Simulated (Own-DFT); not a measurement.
AlGa₃N₄ (wurtzite random alloy, atoms displaced), Al₃GaN₄ (wurtzite random alloy, strained, atoms displaced) (calculated)

A calculation, not a measurement: plane-wave PBE density functional theory by an unreviewed code, no spin, of a simulated periodic cell, stress positive in tension, free energy of the whole cell less one offset for each atom, forces on such cells passed a denser k mesh, this cell's mesh not checked; offsets are fitted by least squares, one for each functional and potential file, so energies compare only between cells with the same atoms and settings and are not formation energies; the far tail of each file's local potential was reset to the Coulomb form; each entry is a single point on an unrelaxed cell, so the pressure reflects the starting lattice, mostly measured values, from which strain is counted, and rises with the displacements; printed positions are rounded, which can move forces by about a meV/angstrom; the program is a retired in-house code; no spin-orbit coupling. Program: Own-DFT development build.

Settings shared by all entries: functional PBE; k mesh 4 x 4 x 3 centred on Gamma.

(1) 
```cif
# cell vector a (Å): 9.5092 0.0000 0.0000
# cell vector b (Å): -4.7546 8.2353 0.0000
# cell vector c (Å): 0.0000 0.0000 10.2685
data_AlGa3N4
_symmetry_space_group_name_H-M 'P 1'
_symmetry_Int_Tables_number 1
_cell_length_a 9.5092
_cell_length_b 9.5093
_cell_length_c 10.2685
_cell_angle_alpha 90.000
_cell_angle_beta 90.000
_cell_angle_gamma 120.000
_cell_volume 804.14
loop_
_atom_site_label
_atom_site_type_symbol
_atom_site_fract_x
_atom_site_fract_y
_atom_site_fract_z
_atom_site_occupancy
Ga1 Ga 0.11186 0.22757 0.98907 1
Ga2 Ga 0.22150 0.10703 0.24742 1
N1 N 0.10942 0.22074 0.18164 1
N2 N 0.22888 0.11555 0.44004 1
Ga3 Ga 0.12367 0.22520 0.49789 1
Al1 Al 0.22558 0.11020 0.74662 1
N3 N 0.11665 0.21816 0.68621 1
N4 N 0.23998 0.12471 0.96435 1
Ga4 Ga 0.10055 0.54832 0.00145 1
Ga5 Ga 0.21041 0.43525 0.25923 1
N5 N 0.10705 0.56672 0.19366 1
N6 N 0.20480 0.43950 0.42703 1
Al2 Al 0.09655 0.54303 0.51042 1
Ga6 Ga 0.23469 0.44121 0.73046 1
N7 N 0.11538 0.54016 0.70223 1
N8 N 0.21988 0.44489 0.91525 1
Ga7 Ga 0.10916 0.89239 0.99247 1
Ga8 Ga 0.21334 0.77272 0.25384 1
N9 N 0.11174 0.87572 0.18233 1
N10 N 0.22518 0.77284 0.45726 1
Ga9 Ga 0.10707 0.88736 0.50851 1
Ga10 Ga 0.23566 0.78383 0.75140 1
N11 N 0.08913 0.87214 0.68622 1
N12 N 0.21001 0.77643 0.93017 1
Ga11 Ga 0.44726 0.22532 0.99231 1
Al3 Al 0.55538 0.12616 0.23936 1
N13 N 0.43240 0.22028 0.18401 1
N14 N 0.55918 0.10691 0.44504 1
Ga12 Ga 0.44128 0.21569 0.52107 1
Ga13 Ga 0.55499 0.12160 0.76148 1
N15 N 0.43819 0.21830 0.69582 1
N16 N 0.54933 0.12160 0.94430 1
Ga14 Ga 0.44749 0.55541 0.00236 1
Ga15 Ga 0.55223 0.44376 0.25379 1
N17 N 0.45569 0.55454 0.18108 1
N18 N 0.55344 0.43958 0.42990 1
Al4 Al 0.43738 0.57024 0.49663 1
Al5 Al 0.54074 0.44772 0.74798 1
N19 N 0.45404 0.55651 0.68915 1
N20 N 0.56361 0.45500 0.94078 1
Ga16 Ga 0.45217 0.89517 0.98685 1
Ga17 Ga 0.55336 0.79363 0.24486 1
N21 N 0.45793 0.89903 0.18622 1
N22 N 0.57641 0.78406 0.44835 1
Ga18 Ga 0.44870 0.89713 0.50512 1
Ga19 Ga 0.56177 0.78235 0.74795 1
N23 N 0.45106 0.89164 0.67837 1
N24 N 0.56403 0.79190 0.93495 1
Ga20 Ga 0.78025 0.21964 0.99167 1
Ga21 Ga 0.89792 0.11346 0.24749 1
N25 N 0.78511 0.22536 0.18275 1
N26 N 0.88876 0.09390 0.43474 1
Ga22 Ga 0.78236 0.23357 0.49735 1
Al6 Al 0.88676 0.09654 0.74943 1
N27 N 0.79256 0.22713 0.68931 1
N28 N 0.89534 0.10395 0.94409 1
Ga23 Ga 0.76735 0.54479 0.98550 1
Ga24 Ga 0.90648 0.45610 0.26122 1
N29 N 0.76611 0.53378 0.18192 1
N30 N 0.88872 0.44680 0.43778 1
Al7 Al 0.76919 0.54479 0.50410 1
Ga25 Ga 0.90800 0.45001 0.75273 1
N31 N 0.78949 0.56558 0.69012 1
N32 N 0.88652 0.45209 0.93921 1
Al8 Al 0.77857 0.89050 0.99898 1
Ga26 Ga 0.89472 0.79440 0.25305 1
N33 N 0.79367 0.89941 0.18045 1
N34 N 0.89053 0.77382 0.41665 1
Ga27 Ga 0.77290 0.88577 0.51465 1
Al9 Al 0.90516 0.78525 0.73427 1
N35 N 0.79216 0.89902 0.70303 1
N36 N 0.90680 0.79458 0.93411 1
_calc_potential_files 'PseudoDojo norm-conserving, scalar-relativistic, standard set'
_calc_wave_cutoff 42  # hartree
_calc_occupations 'Fermi-Dirac'
_calc_smearing_width 0.1  # eV
_calc_free_energy_of_cell_above_offsets '16.632'  # eV
_calc_pressure 10.77  # GPa
_calc_stress_xx -12.73  # GPa
_calc_stress_yy -7.73  # GPa
_calc_stress_zz -11.84  # GPa
_calc_stress_yz 0.6  # GPa
_calc_stress_xz -0.16  # GPa
_calc_stress_xy -1.26  # GPa
```

Force:
```csv
element,x (eV/Å),y (eV/Å),z (eV/Å)
Ga,1.124,0.659,1.104
Ga,-0.396,-0.577,-0.391
N,0.762,0.969,0.451
N,0.621,-1.133,0.174
Ga,-1.864,-1.383,-0.315
Al,-1.517,-1.15,1.53
N,0.041,-1.301,0.467
N,-3.595,-2.33,-4.645
Ga,1.115,1.084,-0.331
Ga,1.004,0.828,-5.553
N,3.188,-1.638,-1.735
N,0.94,1.787,5.879
Al,0.81,1.555,-0.153
Ga,-0.734,-0.773,1.975
N,0.037,3.006,-3.719
N,0.536,0.555,2.967
Ga,1.451,0.806,1.717
Ga,1.68,2.156,1.177
N,-1.106,1.811,0.532
N,-0.706,-1.089,-1.172
Ga,0.011,-0.24,-3.146
Ga,-0.878,-1.398,-1.116
N,7.465,5.41,-0.363
N,2.243,0.213,1.155
Ga,-0.092,3.233,2.944
Al,1.211,-0.497,0.903
N,2.086,0.285,0.494
N,-1.038,1.969,-1.732
Ga,0.754,0.693,-4.916
Ga,2.364,-0.519,-1.81
N,-0.383,1.395,2.047
N,3.353,-1.498,-1.193
Ga,-1.406,0.297,-1.23
Ga,1.344,-0.456,-2.034
N,-2.83,1.274,2.014
N,-0.784,0.55,4.591
Al,1.853,-1.408,-0.706
Al,4.446,-0.679,1.598
N,-1.403,1.7,-2.761
N,-2.967,-2.044,-3.477
Ga,-1.96,-0.747,1.946
Ga,3.986,-1.901,0.99
N,-3.28,1.341,-0.752
N,-4.334,-2.113,-1.714
Ga,0.71,-1.048,-2.754
Ga,0.108,0.091,0.375
N,-0.096,0.636,4.215
N,0.858,-1.108,-0.003
Ga,0.338,0.784,1.28
Ga,-1.517,-0.249,0.049
N,-0.939,-0.07,0.96
N,-0.227,2.391,1.07
Ga,1.063,-2.671,0.306
Al,0.003,4.936,1.364
N,-0.659,-1.086,0.785
N,-1.887,0.13,-2.508
Ga,1.948,3.751,3.143
Ga,-3.736,-1.8,-2.896
N,0.579,1.614,0.284
N,-0.122,0.936,2.496
Al,-0.354,1.446,-1.402
Ga,-2.632,-0.997,0.59
N,-1.36,-1.379,-0.866
N,1.534,-2.078,-1.005
Al,1.707,-0.542,-0.038
Ga,0.447,-2.029,-5.366
N,-2.04,-0.969,-0.462
N,0.169,-1.149,8.31
Ga,3.223,1.27,-1.081
Al,-6.56,-3.809,5.128
N,-0.035,-3.658,-1.881
N,-3.675,-2.044,-1.785
```

(2) 
```cif
# cell vector a (Å): 9.5092 0.0000 0.0000
# cell vector b (Å): -4.7546 8.2353 0.0000
# cell vector c (Å): 0.0000 0.0000 10.2685
data_AlGa3N4
_symmetry_space_group_name_H-M 'P 1'
_symmetry_Int_Tables_number 1
_cell_length_a 9.5092
_cell_length_b 9.5093
_cell_length_c 10.2685
_cell_angle_alpha 90.000
_cell_angle_beta 90.000
_cell_angle_gamma 120.000
_cell_volume 804.14
loop_
_atom_site_label
_atom_site_type_symbol
_atom_site_fract_x
_atom_site_fract_y
_atom_site_fract_z
_atom_site_occupancy
Ga1 Ga 0.10697 0.21872 0.00701 1
Al1 Al 0.22149 0.10995 0.25211 1
N1 N 0.10221 0.21483 0.18555 1
N2 N 0.22515 0.10563 0.42121 1
Al2 Al 0.12991 0.22706 0.49323 1
Ga2 Ga 0.22389 0.09684 0.74454 1
N3 N 0.11186 0.20663 0.67423 1
N4 N 0.21070 0.11102 0.93985 1
Ga3 Ga 0.11906 0.54962 0.00035 1
Ga4 Ga 0.21840 0.43804 0.24712 1
N5 N 0.10311 0.56436 0.19634 1
N6 N 0.22468 0.43845 0.43022 1
Ga5 Ga 0.12179 0.55766 0.50484 1
Al3 Al 0.20170 0.43323 0.76210 1
N7 N 0.10472 0.55686 0.67973 1
N8 N 0.23207 0.46450 0.95991 1
Al4 Al 0.11441 0.88070 0.99940 1
Ga6 Ga 0.22316 0.78912 0.24721 1
N9 N 0.10893 0.89418 0.19540 1
N10 N 0.21806 0.76107 0.42817 1
Ga7 Ga 0.11634 0.88933 0.50304 1
Ga8 Ga 0.22944 0.78661 0.74033 1
N11 N 0.10648 0.87901 0.69589 1
N12 N 0.23027 0.78999 0.94040 1
Ga9 Ga 0.45314 0.22816 0.01063 1
Ga10 Ga 0.55120 0.09021 0.25069 1
N13 N 0.44602 0.20838 0.17783 1
N14 N 0.54636 0.09201 0.43499 1
Ga11 Ga 0.44210 0.20946 0.50037 1
Ga12 Ga 0.55866 0.10411 0.74143 1
N15 N 0.43753 0.21426 0.68763 1
N16 N 0.54930 0.10992 0.92914 1
Ga13 Ga 0.44300 0.55756 0.00835 1
Ga14 Ga 0.55415 0.44981 0.24843 1
N17 N 0.43443 0.55801 0.19556 1
N18 N 0.55652 0.43101 0.45943 1
Ga15 Ga 0.46128 0.56229 0.49142 1
Ga16 Ga 0.55961 0.43813 0.76348 1
N19 N 0.44081 0.54882 0.66946 1
N20 N 0.57136 0.44784 0.95012 1
Al5 Al 0.42842 0.87163 0.99653 1
Ga17 Ga 0.55302 0.78420 0.23845 1
N21 N 0.45238 0.87177 0.18871 1
N22 N 0.55335 0.78610 0.44860 1
Al6 Al 0.43495 0.89152 0.48591 1
Ga18 Ga 0.55250 0.77715 0.74419 1
N23 N 0.45841 0.88881 0.69231 1
N24 N 0.56550 0.79254 0.93198 1
Ga19 Ga 0.76371 0.21545 0.99486 1
Ga20 Ga 0.87477 0.11406 0.25750 1
N25 N 0.78055 0.21863 0.19092 1
N26 N 0.87980 0.09734 0.43594 1
Ga21 Ga 0.78253 0.23144 0.51558 1
Al7 Al 0.88105 0.12251 0.75185 1
N27 N 0.78115 0.23524 0.69503 1
N28 N 0.88750 0.11171 0.95573 1
Ga22 Ga 0.77369 0.55844 0.99905 1
Ga23 Ga 0.88978 0.44250 0.24469 1
N29 N 0.78241 0.55613 0.18646 1
N30 N 0.89738 0.45798 0.44411 1
Ga24 Ga 0.78781 0.57203 0.49271 1
Al8 Al 0.88429 0.43065 0.74382 1
N31 N 0.79061 0.55543 0.69418 1
N32 N 0.89197 0.44490 0.94011 1
Ga25 Ga 0.79563 0.89673 0.98594 1
Ga26 Ga 0.88505 0.77390 0.23619 1
N33 N 0.77799 0.87675 0.19312 1
N34 N 0.88106 0.78099 0.43938 1
Ga27 Ga 0.77170 0.89346 0.49846 1
Al9 Al 0.87281 0.76411 0.75949 1
N35 N 0.79200 0.89609 0.67917 1
N36 N 0.88895 0.77017 0.92890 1
_calc_potential_files 'PseudoDojo norm-conserving, scalar-relativistic, standard set'
_calc_wave_cutoff 42  # hartree
_calc_occupations 'Fermi-Dirac'
_calc_smearing_width 0.1  # eV
_calc_free_energy_of_cell_above_offsets '16.069'  # eV
_calc_pressure 10.42  # GPa
_calc_stress_xx -10.54  # GPa
_calc_stress_yy -10.42  # GPa
_calc_stress_zz -10.3  # GPa
_calc_stress_yz 0.8  # GPa
_calc_stress_xz -1.6  # GPa
_calc_stress_xy 1.58  # GPa
```

Force:
```csv
element,x (eV/Å),y (eV/Å),z (eV/Å)
Ga,0.38,0.496,-0.71
Al,-0.285,0.35,-3.326
N,1.015,0.056,2.23
N,-0.342,0.452,3.495
Al,-1.505,-0.951,-0.302
Ga,-1.759,1.08,1.775
N,-2.096,1.765,2.104
N,1.818,-0.877,-0.197
Ga,-6.145,2.797,2.121
Ga,-1.894,0.066,0.254
N,2.331,-0.22,-1.736
N,0.168,-0.052,1.217
Ga,0.24,-1.666,-2.467
Al,2.236,0.801,-2.266
N,1.109,-1.207,3.95
N,2.838,-4.391,-4.452
Al,-1.673,1.645,0.218
Ga,0.374,-1.486,-0.352
N,0.715,0.401,-2.386
N,-0.101,3.084,1.854
Ga,-1.342,-1.092,-0.832
Ga,0.891,-1.366,1.304
N,-1.109,-0.302,-1.246
N,-1.055,-2,-0.77
Ga,-0.891,-1.267,-4.593
Ga,-0.037,2.104,-0.829
N,-1.128,0.165,5.446
N,0.267,2.855,0.729
Ga,-0.182,0.439,-0.291
Ga,-1.815,0.717,1.291
N,1.694,0.23,0.197
N,-0.025,-1.263,1.155
Ga,2.436,1.62,-0.673
Ga,0.947,-1.044,1.044
N,1.938,-0.423,-0.629
N,0.269,1.165,-3.197
Ga,-1.377,-0.582,-0.449
Ga,-0.716,0.611,-2.634
N,-0.666,-0.299,5.017
N,-4.464,-1.333,-1.165
Al,3.013,2.834,0.25
Ga,6.947,-3.353,4.015
N,-7.733,3.778,-3.803
N,-0.841,-0.57,-1.946
Al,1.562,-3.252,2.107
Ga,2.938,-2.052,-0.267
N,-3.382,0.49,-2.962
N,-0.445,-1.365,1.217
Ga,0.525,0.817,1.15
Ga,3.207,-1.952,-0.706
N,-2.894,0.675,-1.262
N,0.535,4.234,1.362
Ga,0.545,-0.342,-3.96
Al,3.259,-2.369,-0.255
N,0.768,-3.644,-0.165
N,-0.579,1.81,-3.705
Ga,3.838,0.708,0.862
Ga,-0.783,-0.35,1.565
N,-1.125,-1.009,0.09
N,0.146,-1.869,-0.644
Ga,0.047,-1.975,1.84
Al,-0.543,6.012,2.271
N,-1.146,-0.526,0.113
N,0.362,-0.454,-1.213
Ga,-1.341,-2.009,2.062
Ga,1.076,0.078,2.785
N,-2.256,1.983,-1.995
N,1.383,1.257,-1.076
Ga,0.806,-1.372,0.061
Al,0.858,1.092,-3.901
N,-0.838,0.194,3.56
N,1.033,1.419,2.647
```

(3) 
```cif
# cell vector a (Å): 9.3938 0.0000 0.0000
# cell vector b (Å): -4.6969 8.1352 0.0000
# cell vector c (Å): 0.0000 0.0000 9.9145
data_Al3GaN4
_symmetry_space_group_name_H-M 'P 1'
_symmetry_Int_Tables_number 1
_cell_length_a 9.3938
_cell_length_b 9.3937
_cell_length_c 9.9145
_cell_angle_alpha 90.000
_cell_angle_beta 90.000
_cell_angle_gamma 120.000
_cell_volume 757.67
loop_
_atom_site_label
_atom_site_type_symbol
_atom_site_fract_x
_atom_site_fract_y
_atom_site_fract_z
_atom_site_occupancy
Al1 Al 0.11191 0.23225 0.00641 1
Ga1 Ga 0.23090 0.11074 0.24787 1
N1 N 0.10671 0.21766 0.19415 1
N2 N 0.23340 0.11845 0.43381 1
Al2 Al 0.10784 0.22657 0.49714 1
Al3 Al 0.22663 0.11653 0.74943 1
N3 N 0.10948 0.21772 0.68671 1
N4 N 0.21793 0.10732 0.93891 1
Al4 Al 0.10949 0.54902 0.00008 1
Ga2 Ga 0.22851 0.45012 0.25833 1
N5 N 0.10972 0.54964 0.19816 1
N6 N 0.23054 0.44541 0.44557 1
Ga3 Ga 0.10737 0.55002 0.50323 1
Ga4 Ga 0.21177 0.44566 0.75011 1
N7 N 0.11633 0.55961 0.69867 1
N8 N 0.22272 0.44300 0.94783 1
Al5 Al 0.10717 0.88981 0.99629 1
Al6 Al 0.21037 0.76854 0.24999 1
N9 N 0.11758 0.90240 0.19280 1
N10 N 0.22641 0.78995 0.44015 1
Al7 Al 0.11191 0.88963 0.49923 1
Al8 Al 0.22019 0.77467 0.74454 1
N11 N 0.11350 0.89493 0.69161 1
N12 N 0.21933 0.77194 0.94075 1
Al9 Al 0.44564 0.21965 0.00474 1
Al10 Al 0.55585 0.10268 0.25019 1
N13 N 0.44534 0.22081 0.18484 1
N14 N 0.55595 0.11024 0.44230 1
Al11 Al 0.43366 0.21547 0.49978 1
Al12 Al 0.54513 0.09309 0.75138 1
N15 N 0.44965 0.22967 0.69422 1
N16 N 0.55967 0.11245 0.94461 1
Ga5 Ga 0.44873 0.56644 0.00347 1
Al13 Al 0.55566 0.44311 0.24873 1
N17 N 0.44073 0.56151 0.19128 1
N18 N 0.55514 0.43935 0.43846 1
Al14 Al 0.44173 0.55107 0.49839 1
Al15 Al 0.54749 0.44037 0.74883 1
N19 N 0.45428 0.55881 0.69273 1
N20 N 0.55625 0.43280 0.93598 1
Al16 Al 0.44215 0.89499 0.99941 1
Al17 Al 0.54731 0.77788 0.24668 1
N21 N 0.43564 0.88415 0.19405 1
N22 N 0.54468 0.76706 0.43771 1
Al18 Al 0.43336 0.88708 0.50400 1
Al19 Al 0.56449 0.78749 0.75462 1
N23 N 0.44067 0.88492 0.69202 1
N24 N 0.56159 0.77492 0.94369 1
Ga6 Ga 0.77186 0.21580 0.00132 1
Ga7 Ga 0.88795 0.11132 0.24365 1
N25 N 0.77805 0.22714 0.19279 1
N26 N 0.88956 0.11224 0.43568 1
Al20 Al 0.76448 0.22006 0.49453 1
Al21 Al 0.88030 0.11322 0.75512 1
N27 N 0.77774 0.22723 0.68560 1
N28 N 0.87522 0.10936 0.93625 1
Al22 Al 0.78022 0.55831 0.00451 1
Al23 Al 0.87943 0.44295 0.26025 1
N29 N 0.79021 0.55736 0.18524 1
N30 N 0.88729 0.43910 0.43804 1
Al24 Al 0.78763 0.54884 0.49768 1
Ga8 Ga 0.89247 0.45290 0.74920 1
N31 N 0.77888 0.55120 0.69450 1
N32 N 0.88615 0.43355 0.94075 1
Al25 Al 0.78610 0.89289 0.99930 1
Al26 Al 0.89614 0.77320 0.24321 1
N33 N 0.77707 0.89389 0.18552 1
N34 N 0.88637 0.78432 0.44190 1
Ga9 Ga 0.77438 0.89695 0.49453 1
Al27 Al 0.88916 0.78035 0.75020 1
N35 N 0.77355 0.88941 0.69262 1
N36 N 0.88597 0.78373 0.93964 1
_calc_potential_files 'PseudoDojo norm-conserving, scalar-relativistic, standard set with the stringent files for Ga'
_calc_wave_cutoff 96  # hartree
_calc_occupations 'Gaussian'
_calc_smearing_width 0.01  # eV
_calc_free_energy_of_cell_above_offsets '-22.248'  # eV
_calc_pressure 9.39  # GPa
_calc_stress_xx -6.56  # GPa
_calc_stress_yy -8.6  # GPa
_calc_stress_zz -13  # GPa
_calc_stress_yz -0.08  # GPa
_calc_stress_xz -0.81  # GPa
_calc_stress_xy -0.5  # GPa
```

Force:
```csv
element,x (eV/Å),y (eV/Å),z (eV/Å)
Al,0.457,-2.021,-0.77
Ga,-1.357,1.65,0.003
N,1.136,1.442,-0.857
N,-2.432,-1.356,2.146
Al,0.923,-1.269,0.07
Al,-0.29,0.016,0.192
N,-0.902,-0.002,0.37
N,-0.034,0.927,0.626
Al,-0.685,0.262,0.735
Ga,-0.629,-1.484,-1.129
N,-1.886,0.557,-0.726
N,-1.407,-0.566,0.863
Ga,0.744,1,-0.392
Ga,3.768,-1.364,0.767
N,-1.554,0.931,-1.818
N,-0.693,0.376,-0.579
Al,0.742,0.057,0.177
Al,0.586,1.246,-0.302
N,0.215,-4.355,-1.569
N,-0.818,-1.831,0.008
Al,-1.334,1.022,-0.066
Al,-0.604,1.266,1.437
N,0.358,-0.782,-0.231
N,-0.355,0.438,-0.093
Al,-0.667,0.047,-2.191
Al,-0.764,0.728,-0.031
N,1.78,1.007,1.352
N,-1.615,-1,-0.476
Al,2.193,1.646,0.81
Al,0.02,3.805,0.037
N,0.03,-2.559,-0.964
N,-2.285,-1.743,-1.253
Ga,0.844,-2.582,-0.968
Al,-0.232,0.282,-0.26
N,2.443,-0.45,0.912
N,0.552,0.27,0.035
Al,1.874,0.854,1.243
Al,1.504,0.949,0.467
N,-1.574,0.661,-0.506
N,-0.08,1.404,1.506
Al,0.678,-1.432,0.468
Al,1.23,0.561,0.496
N,-0.192,0.311,-0.776
N,-0.941,1.206,0.075
Al,2.385,0.194,-0.964
Al,-0.462,-2.154,-0.412
N,0.127,-0.737,-0.019
N,-1.161,3.008,-0.662
Ga,0.136,1.357,0.588
Ga,-0.231,0.012,0.75
N,-1.108,-0.167,0.983
N,-0.855,1.831,0.87
Al,2.471,-0.229,1.206
Al,0.989,0.121,-2.14
N,-0.298,-1.491,0.053
N,3.031,-0.265,1.037
Al,0.041,-1.075,-2.729
Al,2.168,-0.486,-2.952
N,-1.742,-0.062,1.555
N,0.029,-0.069,1.251
Al,-3.23,1.633,1.165
Ga,0.012,-1.96,1.02
N,-1.764,1.909,-1.484
N,-0.069,2.574,0.879
Al,-1.676,0.227,0.039
Al,-1.809,1.879,1.199
N,0.323,-2.355,0.409
N,2.119,-1.694,-0.897
Ga,-0.208,-1.426,0.695
Al,-0.34,-0.283,-0.838
N,0.864,0.861,0.294
N,1.512,-1.28,0.266
```

(4) 
```cif
# cell vector a (Å): 9.3938 0.0000 0.0000
# cell vector b (Å): -4.6969 8.1352 0.0000
# cell vector c (Å): 0.0000 0.0000 9.9145
data_Al3GaN4
_symmetry_space_group_name_H-M 'P 1'
_symmetry_Int_Tables_number 1
_cell_length_a 9.3938
_cell_length_b 9.3937
_cell_length_c 9.9145
_cell_angle_alpha 90.000
_cell_angle_beta 90.000
_cell_angle_gamma 120.000
_cell_volume 757.67
loop_
_atom_site_label
_atom_site_type_symbol
_atom_site_fract_x
_atom_site_fract_y
_atom_site_fract_z
_atom_site_occupancy
Al1 Al 0.10169 0.22373 0.00246 1
Al2 Al 0.21744 0.09896 0.24904 1
N1 N 0.11698 0.21241 0.19445 1
N2 N 0.21380 0.10061 0.44830 1
Al3 Al 0.10639 0.21554 0.50192 1
Al4 Al 0.22341 0.11435 0.75020 1
N3 N 0.11577 0.22146 0.68639 1
N4 N 0.22313 0.11359 0.94452 1
Ga1 Ga 0.11372 0.55452 0.99399 1
Al5 Al 0.22484 0.43956 0.24246 1
N5 N 0.11673 0.56434 0.19630 1
N6 N 0.22168 0.44143 0.43460 1
Al6 Al 0.11363 0.54675 0.49857 1
Al7 Al 0.22190 0.44387 0.74838 1
N7 N 0.10777 0.56012 0.68037 1
N8 N 0.22917 0.45394 0.93268 1
Al8 Al 0.11618 0.89148 0.99969 1
Al9 Al 0.22614 0.77729 0.24687 1
N9 N 0.09741 0.87532 0.18748 1
N10 N 0.22608 0.77331 0.43427 1
Al10 Al 0.11361 0.87943 0.49063 1
Ga2 Ga 0.22492 0.77799 0.74861 1
N11 N 0.11529 0.88915 0.68871 1
N12 N 0.22159 0.77028 0.94645 1
Al11 Al 0.43980 0.22104 0.99727 1
Ga3 Ga 0.56157 0.11840 0.24585 1
N13 N 0.44454 0.22137 0.19428 1
N14 N 0.55180 0.10045 0.44172 1
Ga4 Ga 0.43852 0.21118 0.49067 1
Al12 Al 0.56745 0.10607 0.75414 1
N15 N 0.44056 0.22685 0.69038 1
N16 N 0.54392 0.09915 0.93839 1
Al13 Al 0.44968 0.55096 0.00281 1
Al14 Al 0.55523 0.45812 0.25526 1
N17 N 0.42920 0.55602 0.18130 1
N18 N 0.56098 0.43939 0.44254 1
Al15 Al 0.43837 0.55260 0.49422 1
Ga5 Ga 0.55345 0.43984 0.75862 1
N19 N 0.44309 0.56362 0.68929 1
N20 N 0.55278 0.44409 0.94558 1
Ga6 Ga 0.44788 0.88878 0.01241 1
Al16 Al 0.55410 0.78323 0.25122 1
N21 N 0.44051 0.88314 0.19054 1
N22 N 0.55268 0.77283 0.45010 1
Al17 Al 0.44356 0.88343 0.49797 1
Al18 Al 0.56117 0.78493 0.74783 1
N23 N 0.44935 0.90255 0.68950 1
N24 N 0.55478 0.77399 0.93798 1
Al19 Al 0.77369 0.21580 0.99625 1
Al20 Al 0.88628 0.10075 0.24861 1
N25 N 0.77920 0.21913 0.19392 1
N26 N 0.89553 0.11847 0.43723 1
Al21 Al 0.77963 0.22275 0.50798 1
Al22 Al 0.88786 0.11302 0.75100 1
N27 N 0.79093 0.22502 0.68859 1
N28 N 0.88764 0.10950 0.94215 1
Ga7 Ga 0.76355 0.54833 0.00363 1
Ga8 Ga 0.88342 0.43919 0.25634 1
N29 N 0.78045 0.56279 0.18857 1
N30 N 0.87637 0.42837 0.43794 1
Al23 Al 0.76921 0.54054 0.50164 1
Al24 Al 0.87963 0.43669 0.75632 1
N31 N 0.76945 0.54615 0.68515 1
N32 N 0.88132 0.44701 0.93841 1
Ga9 Ga 0.78134 0.88727 0.98891 1
Al25 Al 0.88680 0.77323 0.25270 1
N33 N 0.78058 0.89795 0.18544 1
N34 N 0.90199 0.79166 0.43525 1
Al26 Al 0.77045 0.88796 0.50123 1
Al27 Al 0.89378 0.77911 0.75409 1
N35 N 0.78152 0.88450 0.69784 1
N36 N 0.88945 0.77458 0.94483 1
_calc_potential_files 'PseudoDojo norm-conserving, scalar-relativistic, standard set with the stringent files for Ga'
_calc_wave_cutoff 96  # hartree
_calc_occupations 'Gaussian'
_calc_smearing_width 0.01  # eV
_calc_free_energy_of_cell_above_offsets '-22.018'  # eV
_calc_pressure 9.31  # GPa
_calc_stress_xx -6.58  # GPa
_calc_stress_yy -7.3  # GPa
_calc_stress_zz -14.06  # GPa
_calc_stress_yz -0.68  # GPa
_calc_stress_xz 0.12  # GPa
_calc_stress_xy -0.62  # GPa
```

Force:
```csv
element,x (eV/Å),y (eV/Å),z (eV/Å)
Al,2.045,0.327,-0.134
Al,0.49,-0.101,0.572
N,-1.911,1.042,-0.967
N,-0.257,0.245,-1.944
Al,0.849,0.509,-0.984
Al,0.519,-0.847,-0.315
N,-1.378,0.237,1.412
N,-0.967,-0.131,-0.518
Ga,-1.144,-0.523,1.706
Al,-2.404,-0.587,1.069
N,0.442,-2.443,-0.696
N,0.508,-0.732,0.186
Al,-1.299,0.621,-1.4
Al,-0.044,0.621,-1.292
N,0.316,-2.029,1.731
N,0.811,-2.31,1.149
Al,-0.292,-0.949,-0.13
Al,-1.359,0.062,0.124
N,1.799,1.464,0.433
N,-0.02,-0.403,0.727
Al,-0.087,0.485,1.62
Ga,0.019,0.277,0.514
N,-1.21,0.344,-0.021
N,-0.784,2.367,-0.762
Al,0.512,-0.361,0.848
Ga,-0.274,-1.111,1.075
N,-1.311,1.072,-0.852
N,1.415,0.433,0.269
Ga,-0.058,0.449,1.524
Al,-2.314,1.537,-1.045
N,1.579,-1.651,0.585
N,0.874,2.592,0.524
Al,-2.028,1.417,-1.93
Al,0.699,-1.432,-0.958
N,2.959,1.124,2.203
N,-2.388,1.015,-1.18
Al,0.978,-0.824,1.65
Ga,-1.02,0.96,-2.253
N,-0.004,-0.382,-0.351
N,-0.899,-1.69,0.505
Ga,-0.007,-1.475,-3.281
Al,0.91,-0.442,-0.209
N,0.304,0.773,2.856
N,0.255,0.306,-1.969
Al,-0.838,0.384,0.6
Al,-0.879,-1.071,0.118
N,1.609,-1.698,-0.717
N,0.071,-0.469,-0.017
Al,-0.647,0.75,1.026
Al,0.252,2.324,0.598
N,1.277,-0.205,-2.156
N,-1.259,-1.514,0.943
Al,-0.183,-1.364,-2.36
Al,2.205,-0.695,-0.352
N,-1.48,-0.532,1.628
N,-0.444,1.627,-0.995
Ga,2.034,1.526,-0.228
Ga,0.692,1.041,-2.107
N,-1.381,-1.209,1.971
N,0.583,1.802,2.645
Al,1.072,1.886,-0.365
Al,0.475,1.943,-1.935
N,1.266,1.202,1.467
N,0.948,-2.003,0.52
Ga,-0.802,-0.598,1.243
Al,-0.636,1.091,-0.884
N,-0.324,-2.896,1.068
N,-1.92,-2.246,1.256
Al,2.233,0.599,0.119
Al,0.666,-0.993,-0.888
N,-0.689,1.276,-0.955
N,1.274,0.184,-1.329
```
